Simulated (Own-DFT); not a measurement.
# How strain changes the stress of wurtzite GaN, 72 atoms (Ga36N36)

Calculated results; nothing here was measured. They come from Own-DFT, an in-house plane-wave density functional program, since retired, whose code no person has reviewed. Each row is one single-point run on a periodic cell that was not relaxed, without spin or spin-orbit coupling.

Settings of every run: PBE; PseudoDojo norm-conserving scalar-relativistic files; cutoff 42 hartree; 4 x 4 x 3 k mesh centred on Gamma; Fermi-Dirac smearing of 0.1 eV.

Known limits: forces not confirmed at this smearing and k mesh; stress not checked against mesh or cutoff.

Unstrained cell vectors in Å: (9.567, 0.000, 0.000); (-4.784, 8.285, 0.000); (0.000, 0.000, 10.370). The unstrained cell has measured lattice constants (interpolated for alloys), not those of this functional. That, the random moves and any unrelaxed bonds set the pressure at no strain. Each run strains this cell uniformly, with the atoms carried along. Every atom was also moved at random, by a Gaussian of width 0.05 Å on each axis. Strain is the symmetric tensor, in per cent. Stress is positive in tension, and the pressure is minus a third of its trace.

| run | e_xx (%) | e_yy (%) | e_zz (%) | e_yz (%) | e_xz (%) | e_xy (%) | s_xx (GPa) | s_yy (GPa) | s_zz (GPa) | s_yz (GPa) | s_xz (GPa) | s_xy (GPa) | P (GPa) | E (meV/atom) |
|---|---|---|---|---|---|---|---|---|---|---|---|---|---|---|
| 1 | 0.78 | 1.68 | 0.43 | 1.14 | -1.09 | -1.93 | -1.73 | -1.06 | -3.44 | 2.88 | -1.24 | -5.40 | 2.08 | 2.1 |
| 2 | 0.01 | -0.77 | 2.00 | -0.62 | -1.17 | -1.91 | -6.74 | -8.53 | -0.31 | -0.58 | -1.57 | -4.95 | 5.19 | 14.0 |
| 3 | -0.20 | 0.31 | 1.24 | 0.84 | 0.50 | -0.78 | -6.68 | -5.71 | -2.08 | 1.57 | 0.60 | -1.54 | 4.82 | 0.0 |
| 4 | -1.00 | 1.73 | -1.21 | 1.44 | 1.46 | -1.51 | -11.09 | -4.67 | -12.84 | 2.72 | 2.19 | -5.11 | 9.53 | 48.6 |
| 5 | -0.33 | 1.20 | -0.02 | -0.60 | 0.16 | 1.89 | -7.73 | -3.37 | -7.80 | -1.19 | 0.37 | 5.49 | 6.30 | 20.2 |
| 6 | -1.96 | 1.62 | -0.91 | 1.12 | 0.44 | -0.81 | -16.52 | -4.83 | -12.60 | 2.74 | 2.28 | -3.13 | 11.32 | 54.1 |
| 7 | 0.89 | 0.35 | -0.30 | 1.37 | -1.59 | -1.63 | -3.51 | -6.31 | -7.39 | 3.92 | -3.64 | -4.22 | 5.74 | 9.1 |
| 8 | 0.73 | -1.66 | -1.26 | -1.85 | -0.31 | -1.79 | -6.25 | -16.78 | -15.63 | -3.77 | -0.46 | -4.44 | 12.89 | 48.5 |
| 9 | 0.80 | 1.53 | 0.91 | 0.11 | -1.23 | 1.66 | -3.56 | 0.84 | -3.56 | 0.59 | -3.55 | 5.70 | 2.09 | 13.1 |
| 10 | 0.54 | -1.88 | 1.71 | -1.66 | 0.90 | -0.77 | -7.24 | -12.05 | -2.57 | -3.67 | 2.74 | -2.66 | 7.29 | 23.9 |
| 11 | -0.26 | 1.13 | -0.65 | 1.86 | -1.79 | -0.52 | -9.38 | -4.04 | -8.85 | 4.56 | -3.75 | -0.09 | 7.42 | 21.5 |
| 12 | -0.37 | 0.27 | 1.07 | -0.47 | 0.47 | 0.55 | -8.04 | -5.58 | -4.15 | -0.24 | 1.21 | 2.12 | 5.92 | 16.5 |
| 13 | -0.44 | -0.92 | -1.13 | -0.95 | 0.30 | -0.97 | -12.03 | -14.20 | -12.49 | -1.88 | 0.20 | -3.65 | 12.91 | 30.0 |
| 14 | 1.02 | -0.59 | -0.65 | -0.25 | 1.52 | 0.80 | -4.58 | -8.51 | -11.28 | -1.29 | 2.67 | 3.53 | 8.12 | 16.3 |
| 15 | 0.18 | -1.76 | 1.49 | 0.00 | -0.30 | -0.51 | -6.18 | -15.18 | -3.63 | -0.35 | -0.42 | -1.36 | 8.33 | 25.9 |
| 16 | 1.77 | -0.36 | 0.47 | -0.52 | -0.08 | -0.78 | ? | ? | ? | ? | ? | ? | ? | ? |

E is the free energy for each atom above the lowest run shown.

## Worked fit

Each stress component was fitted by least squares to a constant and the strains of the runs shown, as fractions, with shears doubled. Shear strains stay in the fit of a normal stress only where such slopes are resolved. The slopes, in GPa:

```
stress  at no strain  per e_xx  per e_yy  per e_zz  scatter
  s_xx          -7.8  446 ± 34   85 ± 21   78 ± 23     0.95
  s_yy          -8.2  129 ± 38  419 ± 23  134 ± 26     1.05
  s_zz          -8.2   74 ± 35   94 ± 22  417 ± 24     0.99
```

Each shear stress against twice its own strain: yz 97 ± 7, xz 98 ± 11, xy 157 ± 8 GPa. These are stiffnesses along x, y and z of the frame in which the cell vectors are given, which need not be the crystal's axes. The atoms are held to the strained lattice; where symmetry lets them move under strain, relaxing them would lower some slopes. The table should be nearly symmetric about its diagonal, and what it lacks of that shows the noise. A ninth of its sum, 208 ± 7 GPa, estimates the bulk modulus near the mean pressure of these runs, 7.3 GPa, so it lies above the value at zero pressure.

## Withheld run

Question: what normal stresses and pressure should run 16 give?

The fit gives s_xx = 0.2, s_yy = -6.8, s_zz = -5.2 and P = 4.0 GPa. The calculation gave -0.60, -7.03, -4.64 and P = 4.09 GPa.
